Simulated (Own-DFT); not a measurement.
# Response to strain: C40 NbSi2, 36 atoms (Nb12Si24)

These are calculations, not measurements. They come from Own-DFT, an in-house plane-wave density functional program, since retired, whose code no person has reviewed. Each row is one single-point run on a periodic cell that was not relaxed, without spin or spin-orbit coupling.

Settings of every run: PBE; PseudoDojo norm-conserving scalar-relativistic files; cutoff 42 hartree; 4 x 4 x 5 k mesh centred on Gamma; cold (Marzari-Vanderbilt) smearing of 0.2 eV.

Known limits: forces on such cells failed a check on a denser k mesh; stress not checked against mesh or cutoff.

Unstrained cell vectors in Å: (0.000, 8.324, 0.000); (-9.613, 0.000, 0.000); (0.000, 0.000, 6.586). The unstrained cell was taken from the Materials Project. The random moves and any unrelaxed bonds add to the pressure at no strain. Each run strains this cell uniformly, with the atoms carried along. Every atom was also moved at random, by a Gaussian of width 0.05 Å on each axis. Strain is the symmetric tensor, in per cent. Stress is positive in tension, and the pressure is minus a third of its trace.

| run | e_xx (%) | e_yy (%) | e_zz (%) | e_yz (%) | e_xz (%) | e_xy (%) | s_xx (GPa) | s_yy (GPa) | s_zz (GPa) | s_yz (GPa) | s_xz (GPa) | s_xy (GPa) | P (GPa) | E (meV/atom) |
|---|---|---|---|---|---|---|---|---|---|---|---|---|---|---|
| 1 | 0.80 | -1.46 | -1.63 | 1.47 | 0.78 | 1.20 | -0.76 | -9.86 | -12.47 | 4.89 | 2.28 | 3.48 | 7.70 | 24.6 |
| 2 | -0.30 | -1.91 | 1.17 | -0.04 | -0.71 | 1.52 | -4.57 | -9.41 | -0.89 | -0.01 | -1.58 | 4.56 | 4.96 | 29.0 |
| 3 | -0.11 | -0.08 | 0.39 | -1.95 | -1.79 | 0.61 | -2.27 | -3.07 | -3.15 | -5.95 | -5.22 | 1.67 | 2.83 | 21.8 |
| 4 | -0.57 | 0.32 | 1.26 | 1.73 | 1.87 | 0.88 | -3.54 | -1.35 | 0.22 | 5.58 | 4.96 | 2.74 | 1.56 | 31.7 |
| 5 | 1.99 | -0.73 | 0.83 | 1.87 | -0.71 | -1.67 | 3.75 | -3.11 | 0.42 | 5.02 | -1.83 | -4.72 | -0.35 | 25.4 |
| 6 | -0.07 | 1.01 | 1.28 | 0.15 | -1.59 | -1.96 | -1.05 | 1.31 | 2.79 | 0.59 | -4.21 | -5.17 | -1.02 | 15.0 |
| 7 | 0.39 | 1.74 | -0.93 | -1.61 | -0.30 | -1.05 | -0.74 | 2.76 | -6.26 | -5.15 | -0.70 | -2.62 | 1.41 | 14.3 |
| 8 | -1.30 | -1.15 | 1.99 | 0.74 | 0.49 | -1.39 | -6.37 | -6.08 | 3.26 | 2.00 | 1.40 | -4.53 | 3.06 | 10.0 |
| 9 | -1.74 | -0.85 | -1.69 | 1.32 | 0.94 | 0.01 | -10.94 | -8.51 | -14.70 | 5.29 | 3.53 | 0.14 | 11.38 | 26.1 |
| 10 | -1.61 | -0.39 | -0.83 | 1.96 | 1.95 | -1.70 | -10.02 | -5.76 | -9.97 | 6.44 | 6.29 | -5.78 | 8.58 | 36.3 |
| 11 | 0.99 | 1.10 | -1.01 | 0.37 | -0.25 | 0.54 | 1.10 | 1.39 | -6.83 | 1.06 | -0.99 | 1.49 | 1.45 | 7.9 |
| 12 | -0.89 | -0.81 | -1.83 | 0.07 | 1.68 | 0.11 | -8.66 | -7.99 | -15.21 | 0.59 | 6.21 | -0.52 | 10.62 | 43.2 |
| 13 | 1.10 | -1.63 | 0.46 | 0.40 | -1.46 | 0.97 | 1.40 | -7.27 | -1.97 | 1.36 | -4.41 | 2.87 | 2.61 | 0.0 |
| 14 | -1.10 | -1.10 | -0.08 | -0.85 | -0.83 | 0.33 | -7.00 | -6.95 | -6.27 | -1.85 | -3.23 | 0.54 | 6.74 | 7.9 |
| 15 | 1.94 | 1.30 | -0.93 | -1.36 | -0.51 | 0.87 | 4.80 | 2.87 | -5.47 | -4.03 | -1.54 | 2.30 | -0.73 | 4.9 |
| 16 | 1.19 | -0.30 | -0.83 | -0.14 | 0.81 | -1.93 | ? | ? | ? | ? | ? | ? | ? | ? |

E is the free energy for each atom above the lowest run shown.

## Worked fit

Each stress component was fitted by least squares to a constant and the strains of the runs shown, as fractions, with shears doubled. Shear strains stay in the fit of a normal stress only where such slopes are resolved. The slopes, in GPa:

```
stress,at no strain,per e_xx,per e_yy,per e_zz,scatter
s_xx,-2.6,373 ± 15,63 ± 16,76 ± 14,0.66
s_yy,-2.8,70 ± 11,364 ± 12,83 ± 11,0.49
s_zz,-4.3,99 ± 13,90 ± 14,469 ± 12,0.56
```

Each shear stress against twice its own strain: yz 163 ± 5, xz 151 ± 11, xy 152 ± 5 GPa. These are stiffnesses along x, y and z of the frame in which the cell vectors are given, which need not be the crystal's axes. The atoms are held to the strained lattice; where symmetry lets them move under strain, relaxing them would lower some slopes. The table should be nearly symmetric about its diagonal, and what it lacks of that shows the noise. A ninth of its sum, 187 ± 6 GPa, estimates the bulk modulus near the mean pressure of these runs, 4.1 GPa, so it lies above the value at zero pressure.

## Withheld run

Question: what normal stresses and pressure should run 16 give?

The fit gives s_xx = 1.0, s_yy = -3.8, s_zz = -7.3 and P = 3.4 GPa. The calculation gave 0.87, -3.19, -7.48 and P = 3.27 GPa.
